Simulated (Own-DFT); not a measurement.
# What a defect does to the pressure of its cell: 2H SiC

The numbers are computed, not measured, by runs of the plane-wave DFT program Own-DFT (in-house, retired, unreviewed) at fixed positions, with no spin and no spin-orbit coupling.

All runs used: PBE; PseudoDojo norm-conserving scalar-relativistic files; cutoff 42 hartree; 4 x 4 x 3 k mesh centred on Gamma; Fermi-Dirac smearing of 0.1 eV.

Keep in mind (not all hold for every row): not probed for a lower state with spin; forces on such cells passed a denser k mesh, each cell not checked; stress not checked against mesh or cutoff.

All runs share one cell, with vectors in Å (9.248, 0.000, 0.000); (-4.624, 8.009, 0.000); (0.000, 0.000, 10.068) and a volume of 745.7 Å³. The atoms are randomly displaced, by u rms on each axis. The defect's site can differ from row to row.

| cell | formula | u (Å) | P (GPa) |
|---|---|---|---|
| no defect | C36Si36 | 0.0275 | 3.67 |
| no defect | C36Si36 | 0.0304 | 3.91 |
| no defect | C36Si36 | 0.0616 | 7.05 |
| two N on a C site each | C34N2Si36 | 0.0285 | 3.04 |
| two N on a C site each | C34N2Si36 | 0.0320 | 3.12 |
| two N on a C site each | C34N2Si36 | 0.0514 | 4.95 |
| two Al on a Si site each | Al2C36Si34 | 0.0306 | 5.85 |
| two Al on a Si site each | Al2C36Si34 | 0.0483 | 7.36 |
| two Al on a Si site each | Al2C36Si34 | 0.0512 | 7.49 |
| one C on a Si site and one Si on a C site | C36Si36 | 0.0290 | 7.63 |
| one C on a Si site and one Si on a C site | C36Si36 | 0.0306 | 7.84 |
| one C on a Si site and one Si on a C site | C36Si36 | 0.0526 | 8.85 |
| one C on a Si site | C37Si35 | 0.0281 | 1.83 |
| one C on a Si site | C37Si35 | 0.0299 | ? |
| one C on a Si site | C37Si35 | 0.0518 | 3.14 |
| one C on a Si site | C37Si35 | 0.0525 | 4.22 |

## Working it out

P = P0 + c u² + a shift for each defect gives P0 = 3.08 GPa, c = 984 ± 88 GPa/Å² and a scatter of 0.33 GPa. The shifts, and each times the cell's volume:

- one C on a Si site and one Si on a C site: 3.54 ± 0.27 GPa, 16.5 eV
- two Al on a Si site each: 1.89 ± 0.27 GPa, 8.8 eV (4.4 eV for each of its 2 sites)
- two N on a C site each: -0.84 ± 0.27 GPa, -3.9 eV (-2.0 eV for each of its 2 sites)
- one C on a Si site: -2.06 ± 0.27 GPa, -9.6 eV

Positive is outwards. The product with the volume (160.2 GPa Å³ to the eV) is nearly free of the cell's size; divided by the bulk modulus at the cell's pressure it gives the volume that the defect adds. The atoms around the defects weren't relaxed, which would change these numbers.

## The run left out

Asked: what pressure belongs in the blank (one C on a Si site, u = 0.0299 Å)?

From the fit: 1.90 ± 0.40 GPa. The run itself gave 1.86 GPa.
